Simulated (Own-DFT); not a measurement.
# Computed records: GaP (zincblende, strongly disordered by large displacements), InAs (zincblende, strongly disordered by large displacements)

Computed with Own-DFT development build. A calculation, not a measurement: plane-wave PBE density functional theory by an unreviewed code, no spin, of a simulated periodic cell, stress positive in tension, free energy of the whole cell less one offset for each atom, forces on such cells passed a denser k mesh, this cell's mesh not checked; broken bonds can close the gap or carry spin, so checks made on this kind of crystal may not hold here; offsets are fitted by least squares, one for each functional and potential file, so energies compare only between cells with the same atoms and settings and are not formation energies; the far tail of each file's local potential was reset to the Coulomb form; each entry is a single point on an unrelaxed cell, so the pressure reflects the starting lattice, mostly measured values (interpolated for alloys), from which strain is counted, and rises with the displacements; printed positions are rounded, which can move forces by about a meV/angstrom; the program, named Own-DFT, is a retired in-house code; no spin-orbit coupling.

Common to all runs: functional PBE; potential files PseudoDojo norm-conserving, scalar-relativistic, standard set; wave cutoff 42 hartree; occupations Fermi-Dirac; smearing width 0.1 eV; k mesh 3 x 3 x 3 centred on Gamma.

(1) GaP (zincblende, strongly disordered by large displacements)

```
CELL_PARAMETERS angstrom
10.90100 0.00000 0.00000
0.00000 10.90100 0.00000
0.00000 0.00000 10.90100
ATOMIC_POSITIONS crystal
Ga 0.00437 0.01570 0.00529
Ga 0.99495 0.23445 0.23748
Ga 0.22746 0.00056 0.24805
Ga 0.27905 0.23769 0.00851
P 0.12335 0.12773 0.14683
P 0.13424 0.37253 0.40638
P 0.35838 0.13215 0.39508
P 0.40047 0.35767 0.11726
Ga 0.99911 0.04316 0.45998
Ga 0.00174 0.25607 0.73147
Ga 0.25154 0.00216 0.75448
Ga 0.25624 0.25096 0.52948
P 0.14954 0.14972 0.66065
P 0.11955 0.38630 0.85877
P 0.37255 0.10940 0.84652
P 0.35192 0.38199 0.61909
Ga 0.00933 0.46948 0.98170
Ga 0.01641 0.76098 0.25133
Ga 0.24737 0.53406 0.28512
Ga 0.26524 0.74839 0.01250
P 0.10510 0.65409 0.12753
P 0.14793 0.86314 0.35502
P 0.39790 0.63450 0.38742
P 0.35762 0.88282 0.09762
Ga 0.98354 0.47783 0.50833
Ga 0.00446 0.73168 0.75569
Ga 0.25901 0.50545 0.74238
Ga 0.25815 0.75231 0.48498
P 0.12139 0.63103 0.60984
P 0.12841 0.87503 0.87215
P 0.36572 0.60973 0.87508
P 0.39675 0.86776 0.63309
Ga 0.50156 0.99083 0.98405
Ga 0.51390 0.23720 0.28218
Ga 0.73604 0.97520 0.26049
Ga 0.76794 0.25727 0.99624
P 0.61437 0.11968 0.13299
P 0.62791 0.36241 0.35922
P 0.87570 0.15392 0.36928
P 0.92392 0.35624 0.11609
Ga 0.50735 0.98606 0.47494
Ga 0.47335 0.21030 0.72825
Ga 0.76073 0.00076 0.76159
Ga 0.74951 0.26020 0.47930
P 0.64780 0.12622 0.62900
P 0.62751 0.41263 0.87489
P 0.89205 0.10954 0.86850
P 0.87863 0.34271 0.62214
Ga 0.51817 0.50800 0.04073
Ga 0.48261 0.76814 0.28953
Ga 0.75869 0.45996 0.25257
Ga 0.79818 0.75668 0.00187
P 0.63384 0.61768 0.13670
P 0.63124 0.88331 0.38160
P 0.89144 0.61926 0.38030
P 0.87408 0.86488 0.13282
Ga 0.48830 0.48123 0.49252
Ga 0.48860 0.75559 0.74862
Ga 0.71140 0.46566 0.71752
Ga 0.81050 0.74370 0.49245
P 0.59553 0.65757 0.63382
P 0.63857 0.85330 0.87523
P 0.88297 0.63114 0.86940
P 0.90164 0.91507 0.63202
```

```
hardware                          : one NVIDIA H100
free energy of cell above offsets : -1.511 eV
pressure                          : 10.63 GPa
stress xx                         : -10.2 GPa
stress yy                         : -10.65 GPa
stress zz                         : -11.03 GPa
stress yz                         : -0.81 GPa
stress xz                         : 1.22 GPa
stress xy                         : -0.73 GPa
wall time                         : 574 s
```

Force:
| element | x (eV/Å) | y (eV/Å) | z (eV/Å) |
| --- | --- | --- | --- |
| Ga | 1.004 | -2.087 | 0.591 |
| Ga | 1.765 | 1.171 | 3.472 |
| Ga | 3.91 | 0.414 | -0.458 |
| Ga | -1.49 | -0.128 | -1.249 |
| P | 1.581 | -0.119 | -4.073 |
| P | -0.497 | 0.128 | -2.488 |
| P | 1.289 | -1.559 | -1.327 |
| P | -0.342 | 0.641 | 2.45 |
| Ga | 3.122 | -3.424 | 3.894 |
| Ga | 1.136 | -1.59 | 4.33 |
| Ga | -2.232 | -4.313 | -2.012 |
| Ga | -1.972 | -1.761 | -2.964 |
| P | -1.034 | -2.219 | -2.158 |
| P | 3.591 | -2.946 | -2.107 |
| P | 0.832 | 0.416 | 6.701 |
| P | 4.928 | 0.952 | 1.515 |
| Ga | -1.64 | 5.385 | 1.51 |
| Ga | -3.522 | 0.502 | 1.628 |
| Ga | -1.427 | -1.275 | -1.724 |
| Ga | -3.486 | -3.511 | -3.289 |
| P | 3.375 | -4.794 | -2.878 |
| P | -1.57 | 1.125 | 3.103 |
| P | -2.003 | -2.947 | 1.315 |
| P | 3.14 | 3.355 | 4.435 |
| Ga | 1.638 | 1.342 | 0.198 |
| Ga | 1.699 | 2.612 | -1.387 |
| Ga | -2.566 | 1.153 | 0.164 |
| Ga | 0.13 | -0.135 | 2.895 |
| P | 0.368 | -0.749 | 0.274 |
| P | 0.051 | -0.179 | 0.962 |
| P | 1.896 | 1.681 | 1.982 |
| P | -3.913 | 3.788 | -3.859 |
| Ga | 0.965 | 0.154 | 0.107 |
| Ga | -3.902 | -3.031 | -3.316 |
| Ga | 2.521 | 3.621 | -4.219 |
| Ga | -1.132 | -0.376 | -0.684 |
| P | 1.248 | -0.313 | -0.595 |
| P | -0.168 | 3.03 | 3.415 |
| P | -2.85 | -1.562 | -2.19 |
| P | -4.735 | 2.361 | -0.442 |
| Ga | -2.827 | 3.306 | 4.02 |
| Ga | 3.586 | 4.137 | -2.938 |
| Ga | -1.632 | -1.206 | -0.547 |
| Ga | -0.637 | -0.996 | 2.957 |
| P | -1.54 | 0.018 | -1.122 |
| P | -1.463 | -3.518 | 3.716 |
| P | -0.541 | 3.065 | 0.428 |
| P | -4.09 | 3.475 | -1.755 |
| Ga | -2.605 | -1.785 | -3.771 |
| Ga | 2.473 | 2.501 | -4.874 |
| Ga | 2.106 | 3.215 | -2.638 |
| Ga | -3.709 | -2.535 | -2.234 |
| P | 3.148 | 3.074 | 2.8 |
| P | 1.041 | -5.229 | 1.436 |
| P | 0.923 | -3.278 | -3.414 |
| P | 1.924 | 3.983 | 3.074 |
| Ga | 1.522 | 0.859 | 1.233 |
| Ga | -0.454 | -1.379 | 6.38 |
| Ga | 2.008 | 2.65 | -2.703 |
| Ga | -3.331 | 4.053 | 4.076 |
| P | 4.87 | -5.089 | -4.765 |
| P | 0.082 | 1.213 | 0.475 |
| P | -1.041 | -3.242 | 0.502 |
| P | 0.478 | -2.107 | -1.86 |

(2) GaP (zincblende, strongly disordered by large displacements)

```
CELL_PARAMETERS angstrom
10.90100 0.00000 0.00000
0.00000 10.90100 0.00000
0.00000 0.00000 10.90100
ATOMIC_POSITIONS crystal
Ga 0.98471 0.00673 0.02357
Ga 0.00350 0.26072 0.25349
Ga 0.25886 0.98967 0.22020
Ga 0.25505 0.26703 0.00055
P 0.15117 0.14021 0.13865
P 0.10386 0.40822 0.37126
P 0.39241 0.11654 0.36398
P 0.36224 0.39061 0.11634
Ga 0.00738 0.04479 0.48019
Ga 0.99539 0.25200 0.73636
Ga 0.22904 0.98446 0.74213
Ga 0.23819 0.23229 0.50235
P 0.13245 0.09215 0.61145
P 0.08707 0.35885 0.86001
P 0.37560 0.11826 0.86563
P 0.35042 0.39972 0.61241
Ga 0.01834 0.48608 0.98087
Ga 0.98688 0.78923 0.24431
Ga 0.26330 0.52336 0.24137
Ga 0.26389 0.74856 0.01316
P 0.16491 0.63135 0.12738
P 0.13472 0.88732 0.39012
P 0.39322 0.65108 0.36414
P 0.37316 0.86192 0.12172
Ga 0.01352 0.49035 0.51151
Ga 0.99422 0.72255 0.74684
Ga 0.25124 0.49115 0.75433
Ga 0.24919 0.73955 0.48222
P 0.09901 0.63580 0.59304
P 0.14890 0.85582 0.85232
P 0.36413 0.62518 0.88468
P 0.36200 0.89298 0.64078
Ga 0.52297 0.99872 0.00533
Ga 0.49309 0.23849 0.27023
Ga 0.75462 0.00990 0.25975
Ga 0.75831 0.26021 0.98967
P 0.60949 0.13125 0.12236
P 0.63957 0.41277 0.37965
P 0.90361 0.15795 0.37272
P 0.87818 0.35499 0.14526
Ga 0.47588 0.01330 0.53853
Ga 0.51238 0.27937 0.74415
Ga 0.73495 0.99876 0.76037
Ga 0.72056 0.25814 0.49944
P 0.66510 0.12224 0.61394
P 0.61467 0.38454 0.86072
P 0.87490 0.14416 0.83779
P 0.87725 0.37655 0.64118
Ga 0.45895 0.50937 0.00838
Ga 0.47792 0.76145 0.23863
Ga 0.77977 0.49788 0.23736
Ga 0.73797 0.73349 0.01571
P 0.61605 0.61208 0.08994
P 0.62204 0.86723 0.33533
P 0.87918 0.59838 0.35491
P 0.85610 0.86929 0.12198
Ga 0.50540 0.49379 0.49592
Ga 0.50492 0.74398 0.77042
Ga 0.72984 0.51655 0.72915
Ga 0.75109 0.73162 0.51392
P 0.60935 0.64730 0.62776
P 0.62639 0.86002 0.84956
P 0.87301 0.60748 0.88299
P 0.90248 0.88725 0.61944
```

```
hardware                          : one NVIDIA H100
free energy of cell above offsets : -1.449 eV
pressure                          : 10.29 GPa
stress xx                         : -8.98 GPa
stress yy                         : -10.95 GPa
stress zz                         : -10.95 GPa
stress yz                         : 1.51 GPa
stress xz                         : 0.31 GPa
stress xy                         : -1.92 GPa
wall time                         : 563.4 s
```

Force:
| element | x (eV/Å) | y (eV/Å) | z (eV/Å) |
| --- | --- | --- | --- |
| Ga | 1.408 | 0.781 | -2.083 |
| Ga | 4.832 | 0.517 | -0.883 |
| Ga | -0.731 | 0.447 | 3.078 |
| Ga | -0.865 | -1.866 | -2.298 |
| P | -2.292 | 0.263 | -1.016 |
| P | 4.217 | -3.259 | -3.12 |
| P | -3.866 | -2.929 | 3.341 |
| P | -0.005 | -3.038 | 3.828 |
| Ga | -0.778 | -4.881 | 0.079 |
| Ga | 1.483 | -2.502 | -3.643 |
| Ga | 1.29 | 3.127 | 1.986 |
| Ga | 0.922 | 1.73 | -1.51 |
| P | 0.245 | 4.202 | 2.404 |
| P | 6.337 | 0.224 | 0.948 |
| P | 0.164 | 0.988 | 0.2 |
| P | 2.163 | -2.657 | -1.388 |
| Ga | -1.63 | 2.788 | 3.803 |
| Ga | 2.545 | -2.672 | 2.387 |
| Ga | 1.284 | -2.441 | 3.937 |
| Ga | -1.437 | 1.101 | -3.891 |
| P | -6.915 | 0.903 | -1.592 |
| P | -0.937 | 0.804 | -2.756 |
| P | -1.404 | -4.253 | 3.016 |
| P | 1.281 | 4.005 | -2.797 |
| Ga | -4.513 | -1.016 | 1.139 |
| Ga | 0.108 | 1.982 | 0.707 |
| Ga | -2.455 | 1.508 | 1.114 |
| Ga | 0.099 | 0.97 | 1.384 |
| P | 3.272 | 1.515 | 2.412 |
| P | -3.44 | -2.694 | 3.937 |
| P | -0.33 | 0.771 | -2.997 |
| P | 1.787 | -4.93 | -1.303 |
| Ga | -2.26 | -1.594 | -2.116 |
| Ga | 2.906 | 4.544 | -2.941 |
| Ga | -0.206 | 0.816 | -0.405 |
| Ga | -0.781 | -0.308 | -0.276 |
| P | 2.873 | 1.553 | 0.918 |
| P | 0.031 | -2.976 | -1.738 |
| P | -6.27 | -1.19 | 0.587 |
| P | -0.965 | 0.993 | -4.979 |
| Ga | 2.9 | 1.435 | -2.23 |
| Ga | -2.958 | -3.476 | -2.535 |
| Ga | 3.095 | 0.164 | -1.423 |
| Ga | 3.214 | 3.129 | -1.999 |
| P | -4.481 | -2.251 | 1.466 |
| P | 2.062 | 2.455 | 3.302 |
| P | -2.301 | -3.281 | 4.609 |
| P | -2.103 | 1.699 | -2.952 |
| Ga | 3.994 | -0.094 | -2.042 |
| Ga | 4.792 | -0.61 | -0.67 |
| Ga | -4.207 | -0.494 | -2.582 |
| Ga | 2.283 | 1.948 | -3.37 |
| P | -1.622 | -1.846 | 3.92 |
| P | 0.906 | 0.245 | 3.205 |
| P | 2.658 | 4.865 | 3.96 |
| P | -0.791 | 1.847 | -0.676 |
| Ga | -1.985 | 2.423 | 1.215 |
| Ga | -4.533 | -1.258 | -1.698 |
| Ga | 1.358 | -1.193 | 1.823 |
| Ga | 1.941 | 2.24 | -2.615 |
| P | -0.859 | -1.857 | -1.183 |
| P | 2.238 | 2.295 | 5.078 |
| P | -0.72 | 0.93 | -0.313 |
| P | -2.05 | -0.642 | 0.232 |

(3) InAs (zincblende, strongly disordered by large displacements)

```
CELL_PARAMETERS angstrom
12.11660 0.00000 0.00000
0.00000 12.11660 0.00000
0.00000 0.00000 12.11660
ATOMIC_POSITIONS crystal
In 0.00187 0.99212 0.01342
In 0.97924 0.24168 0.26425
In 0.23899 0.00486 0.25066
In 0.24150 0.22422 0.97802
As 0.15644 0.12964 0.14693
As 0.16846 0.37023 0.35344
As 0.38274 0.14518 0.35947
As 0.35676 0.37969 0.16100
In 0.03004 0.01931 0.45277
In 0.05402 0.25912 0.71300
In 0.27504 0.03255 0.74045
In 0.21709 0.26079 0.49382
As 0.13642 0.08875 0.63668
As 0.13788 0.35077 0.87282
As 0.38928 0.13110 0.83728
As 0.32701 0.39012 0.68494
In 0.95687 0.48716 0.99837
In 0.96435 0.75104 0.24942
In 0.23115 0.52279 0.26571
In 0.25237 0.76019 0.98807
As 0.10692 0.54680 0.08246
As 0.16231 0.85235 0.34638
As 0.40883 0.62263 0.39544
As 0.36873 0.87028 0.08772
In 0.03557 0.50962 0.51312
In 0.06553 0.78520 0.73006
In 0.20399 0.49889 0.76355
In 0.27672 0.71124 0.48398
As 0.09184 0.63815 0.62914
As 0.09826 0.81558 0.90350
As 0.40445 0.67432 0.86663
As 0.38317 0.84255 0.60836
In 0.54373 0.00080 0.97989
In 0.53816 0.23271 0.28342
In 0.77002 0.03373 0.25255
In 0.76920 0.24887 0.02964
As 0.66546 0.14516 0.13275
As 0.61796 0.40458 0.38933
As 0.88656 0.14120 0.38449
As 0.93242 0.35972 0.12096
In 0.48735 0.92297 0.42304
In 0.51682 0.24572 0.75128
In 0.73734 0.96961 0.71750
In 0.72423 0.26084 0.46228
As 0.67333 0.11781 0.60309
As 0.66499 0.37282 0.86477
As 0.87903 0.22308 0.88675
As 0.87468 0.38117 0.62825
In 0.49691 0.50290 0.01309
In 0.52502 0.76694 0.25258
In 0.73835 0.43547 0.20972
In 0.78695 0.72762 0.99535
As 0.65299 0.66398 0.10831
As 0.64540 0.83880 0.45585
As 0.89915 0.56012 0.38597
As 0.85137 0.86917 0.11737
In 0.55057 0.53087 0.50182
In 0.52133 0.70080 0.73254
In 0.78973 0.50423 0.72833
In 0.79640 0.73212 0.46827
As 0.65075 0.61853 0.63442
As 0.63991 0.85178 0.84056
As 0.88651 0.62905 0.86232
As 0.85669 0.84010 0.67138
```

```
hardware                          : one NVIDIA H200
free energy of cell above offsets : 27.511 eV
pressure                          : 13.49 GPa
stress xx                         : -13.66 GPa
stress yy                         : -12.74 GPa
stress zz                         : -14.06 GPa
stress yz                         : 0.42 GPa
stress xz                         : 0.43 GPa
stress xy                         : 1.72 GPa
wall time                         : 1368 s
```

Force:
| element | x (eV/Å) | y (eV/Å) | z (eV/Å) |
| --- | --- | --- | --- |
| In | 0.389 | 0.978 | -0.296 |
| In | 5.202 | 1.737 | -1.782 |
| In | 4.511 | -2.386 | 1.132 |
| In | 2.465 | -0.778 | 1.925 |
| As | -4.188 | 3.323 | -3.294 |
| As | -4.248 | -0.971 | -0.832 |
| As | -1.981 | -2.297 | 1.749 |
| As | 1.351 | -0.797 | -1.527 |
| In | 1.912 | -2.374 | 1.056 |
| In | -2.232 | 0.559 | -0.456 |
| In | 0.65 | -6.314 | -0.932 |
| In | 2.537 | -2.69 | 4.348 |
| As | -4.145 | 0.814 | -4.252 |
| As | -2.566 | 0.811 | 1.347 |
| As | 2.288 | 0.976 | 6.072 |
| As | 4.501 | -4.107 | -3.572 |
| In | -3.095 | 2.751 | -7.08 |
| In | 1.277 | -1.293 | 0.711 |
| In | 1.788 | 3.869 | -2.247 |
| In | 1.341 | -3.753 | 0.51 |
| As | 5.873 | 3.685 | 3.245 |
| As | -2.23 | -1.879 | 1.371 |
| As | 2.229 | -2.192 | -4.784 |
| As | 2.988 | 2.864 | 3.485 |
| In | -0.201 | -5.207 | -1.883 |
| In | -2.575 | 4.111 | -2.691 |
| In | -1.742 | 6.2 | 0.977 |
| In | -4.821 | 2.887 | 3.195 |
| As | 3.896 | -1.2 | -0.082 |
| As | -2.965 | 3.294 | 4.078 |
| As | -4.041 | -2.704 | 4.67 |
| As | 0.131 | 1.292 | 1 |
| In | -0.757 | -0.438 | -0.155 |
| In | 0.268 | 1.442 | -1.562 |
| In | 0.541 | -3.272 | 1.124 |
| In | -0.043 | 4.026 | -0.243 |
| As | -6.092 | -2.73 | 1.649 |
| As | 0.633 | -2.081 | -4.328 |
| As | -3.173 | -1.725 | 3.508 |
| As | -1.983 | -2.838 | 3.059 |
| In | -5.393 | 4.129 | -0.1 |
| In | 2.75 | 2.274 | -2.059 |
| In | -1.639 | 4.55 | 0.798 |
| In | 2.049 | -1.134 | 2.241 |
| As | -2.25 | 1.282 | 0.066 |
| As | -0.944 | 0.113 | 0.659 |
| As | 3.684 | -1.863 | -4.876 |
| As | 3.954 | -5.016 | -4.506 |
| In | 0.031 | 0.138 | -0.238 |
| In | -0.373 | -0.324 | -0.827 |
| In | 0.118 | 1.659 | -0.333 |
| In | 0.092 | 1.586 | -2.679 |
| As | -3.703 | -3.385 | 3.203 |
| As | 1.514 | 0.582 | -0.266 |
| As | -2.504 | 1.626 | -3.043 |
| As | 0.765 | 2.676 | 1.425 |
| In | -3.303 | 0.893 | 1.94 |
| In | -0.68 | 3.827 | -1.693 |
| In | -2.626 | 2.677 | 3.996 |
| In | 3.853 | -2.389 | 0.993 |
| As | 5.028 | -0.043 | -1.353 |
| As | -0.607 | -0.58 | 2.519 |
| As | 2.065 | -0.558 | -1.807 |
| As | 4.423 | -4.31 | -2.27 |
